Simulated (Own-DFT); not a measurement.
# Strain and stress in 4H SiC, 72 atoms (C36Si36)

All numbers below are calculated, not measured. They come from Own-DFT, an in-house plane-wave density functional program, since retired, whose code no person has reviewed. Each row is one single-point run on a periodic cell that was not relaxed, without spin or spin-orbit coupling.

Settings of every run: PBE; PseudoDojo norm-conserving scalar-relativistic files; cutoff 42 hartree; 4 x 4 x 3 k mesh centred on Gamma; Fermi-Dirac smearing of 0.1 eV.

Known limits: forces on such cells passed a denser k mesh, each cell not checked; stress not checked against mesh or cutoff.

Unstrained cell vectors in Å: (9.248, 0.000, 0.000); (-4.624, 8.009, 0.000); (0.000, 0.000, 10.068). The unstrained cell has measured lattice constants (interpolated for alloys), not those of this functional. That, the random moves and any unrelaxed bonds set the pressure at no strain. Each run strains this cell uniformly, with the atoms carried along. Every atom was also moved at random, by a Gaussian of width 0.05 Å on each axis. Strain is the symmetric tensor, in per cent. Stress is positive in tension, and the pressure is minus a third of its trace.

| run | e_xx (%) | e_yy (%) | e_zz (%) | e_yz (%) | e_xz (%) | e_xy (%) | s_xx (GPa) | s_yy (GPa) | s_zz (GPa) | s_yz (GPa) | s_xz (GPa) | s_xy (GPa) | P (GPa) | E (meV/atom) |
|---|---|---|---|---|---|---|---|---|---|---|---|---|---|---|
| 1 | -1.44 | 0.87 | -0.18 | 0.84 | -1.56 | -1.38 | -11.42 | -2.03 | -9.85 | 3.22 | -6.02 | -6.13 | 7.77 | 70.5 |
| 2 | 1.19 | 0.09 | -0.51 | -1.73 | 1.92 | -0.92 | 0.35 | -1.80 | -8.98 | -5.95 | 5.10 | -4.17 | 3.48 | 34.2 |
| 3 | -1.48 | 0.29 | -1.00 | 0.71 | -0.90 | -0.04 | -13.78 | -5.57 | -12.34 | 2.59 | -2.47 | -3.36 | 10.56 | 35.0 |
| 4 | -1.84 | -1.49 | -0.53 | 1.49 | -0.09 | 0.24 | -17.27 | -16.45 | -11.08 | 5.71 | -0.15 | -0.12 | 14.93 | 46.9 |
| 5 | -1.86 | 1.03 | 0.44 | -1.05 | 0.81 | -0.29 | -13.63 | -0.81 | -3.74 | -3.95 | 2.62 | -2.66 | 6.06 | 24.5 |
| 6 | -0.66 | -0.31 | -1.09 | 1.84 | -1.66 | 0.74 | -10.03 | -6.91 | -14.03 | 6.26 | -5.68 | 4.43 | 10.32 | 39.7 |
| 7 | 1.73 | 1.29 | 1.03 | 0.26 | -1.58 | 0.68 | 3.61 | 4.48 | 1.11 | 0.22 | -5.28 | 2.79 | -3.07 | 36.9 |
| 8 | 0.97 | 1.57 | -1.79 | 0.55 | 0.56 | -1.88 | 2.13 | 3.97 | -19.18 | 1.53 | 1.26 | -7.80 | 4.36 | 45.9 |
| 9 | 1.80 | -0.31 | 1.53 | 1.41 | 0.40 | -0.33 | 3.80 | -2.57 | 4.20 | 4.62 | 0.95 | -1.35 | -1.81 | 0.0 |
| 10 | -0.20 | -1.14 | 1.10 | -0.98 | 0.58 | 1.22 | -6.39 | -11.33 | 0.03 | -4.26 | 0.56 | 5.33 | 5.90 | 25.9 |
| 11 | 1.33 | -0.76 | 0.85 | -0.02 | -1.56 | -1.11 | 3.64 | -5.79 | -3.66 | 0.52 | -5.69 | -4.30 | 1.94 | 17.9 |
| 12 | -0.22 | 1.71 | -1.94 | 1.77 | -1.87 | 0.53 | -6.48 | 3.01 | -17.20 | 6.22 | -6.09 | 2.32 | 6.89 | 56.0 |
| 13 | -1.56 | 1.98 | -0.50 | 1.00 | 1.96 | 0.89 | -12.75 | 2.75 | -6.57 | 2.76 | 6.85 | 4.18 | 5.52 | 33.1 |
| 14 | -1.75 | 1.97 | 0.54 | -0.20 | -1.08 | -0.87 | -13.60 | 4.79 | -3.04 | -0.36 | -4.40 | -3.01 | 3.95 | 30.7 |
| 15 | -1.21 | 0.74 | -0.25 | 1.06 | 0.91 | 1.53 | -10.35 | -1.72 | -9.17 | 3.16 | 2.83 | 7.50 | 7.08 | 39.5 |
| 16 | -1.23 | -1.17 | -1.26 | 1.55 | -0.83 | 0.06 | -11.56 | -14.95 | -14.48 | 4.86 | -2.36 | -0.16 | 13.66 | 33.1 |
| 17 | 0.39 | 1.39 | 0.78 | 1.11 | -1.28 | -0.76 | ? | ? | ? | ? | ? | ? | ? | ? |

E is the free energy for each atom above the lowest run shown.

## Worked fit

Each stress component was fitted by least squares to a constant and the strains of the runs shown, as fractions, with shears doubled. Shear strains stay in the fit of a normal stress only where such slopes are resolved. The slopes, in GPa:

```
stress  at no strain  per e_xx  per e_yy  per e_zz  scatter
  s_xx          -5.2  533 ± 24   54 ± 27   16 ± 31     1.19
  s_yy          -4.7  144 ± 17  558 ± 19   69 ± 22     0.86
  s_zz          -6.8    6 ± 29   52 ± 33  633 ± 38     1.48
```

Each shear stress against twice its own strain: yz 174 ± 6, xz 166 ± 6, xy 222 ± 19 GPa. These are stiffnesses along x, y and z of the frame in which the cell vectors are given, which need not be the crystal's axes. The atoms are held to the strained lattice; where symmetry lets them move under strain, relaxing them would lower some slopes. The table should be nearly symmetric about its diagonal, and what it lacks of that shows the noise. A ninth of its sum, 229 ± 5 GPa, estimates the bulk modulus near the mean pressure of these runs, 6.1 GPa, so it lies above the value at zero pressure.

## Withheld run

Question: what normal stresses and pressure should run 17 give?

The fit gives s_xx = -2.2, s_yy = 4.2, s_zz = -1.1 and P = -0.3 GPa. The calculation gave -0.01, 3.01, -0.52 and P = -0.82 GPa.
